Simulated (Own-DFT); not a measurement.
# A change of arrangement and its cost: Ga32P32, 64 atoms

Calculated results; nothing here was measured. The program, named Own-DFT, is a retired in-house plane-wave density functional code that no person has reviewed. Each row is one single-point run on a periodic cell that was not relaxed, without spin or spin-orbit coupling.

Settings of every run: PBE; PseudoDojo norm-conserving scalar-relativistic files; cutoff 42 hartree; 3 x 3 x 3 k mesh centred on Gamma; Fermi-Dirac smearing of 0.1 eV.

Known limits, some of them of some rows only: not probed for a lower state with spin; forces on such cells failed a check on a denser k mesh; forces on such cells passed a denser k mesh, each cell not checked; stress not checked against mesh or cutoff.

All cells hold the same atoms in the same cell, with vectors in Å (10.901, 0.000, 0.000); (0.000, 10.901, 0.000); (0.000, 0.000, 10.901). Every atom was moved at random from its ideal site; u is the rms move along one axis. The defect's site can differ from row to row. E is the free energy of the cell above the lowest run. The arrangements:

- A: zincblende GaP
- B: zincblende GaP, with one Ga on a P site and one P on a Ga site, 2.4 Å apart

```
arrangement   u (Å)  E (eV)  P (GPa)
          A  0.0179   0.000     2.68
          A  0.0197   0.091     2.70
          A  0.0203   0.152     2.73
          A  0.0501   2.395     3.19
          A  0.0518   2.364     3.23
          A  0.0535   2.709     3.33
          B  0.0282   3.662     2.94
          B  0.0295   3.621     2.98
          B  0.0320   3.991     3.03
          B  0.0504   5.680     3.41
          B  0.0511   5.708     3.42
          B  0.0527   5.582     3.46
```

Question: once the cost of the random moves is taken out, how do the arrangements rank?

## Worked answer

Fit E = a + b u², with one b for all and one a for each arrangement, and with residuals divided by u², since the noise grows with the moves. Then b = 1070 eV/Å², the scatter at u = 0.04 Å is 0.12 eV, and against A:

- B: 3.12 ± 0.05 eV (higher)

These are energies of unrelaxed cells. Relaxing the atoms lowers the strained arrangements most, so the gaps would shrink and small ones could change sign.
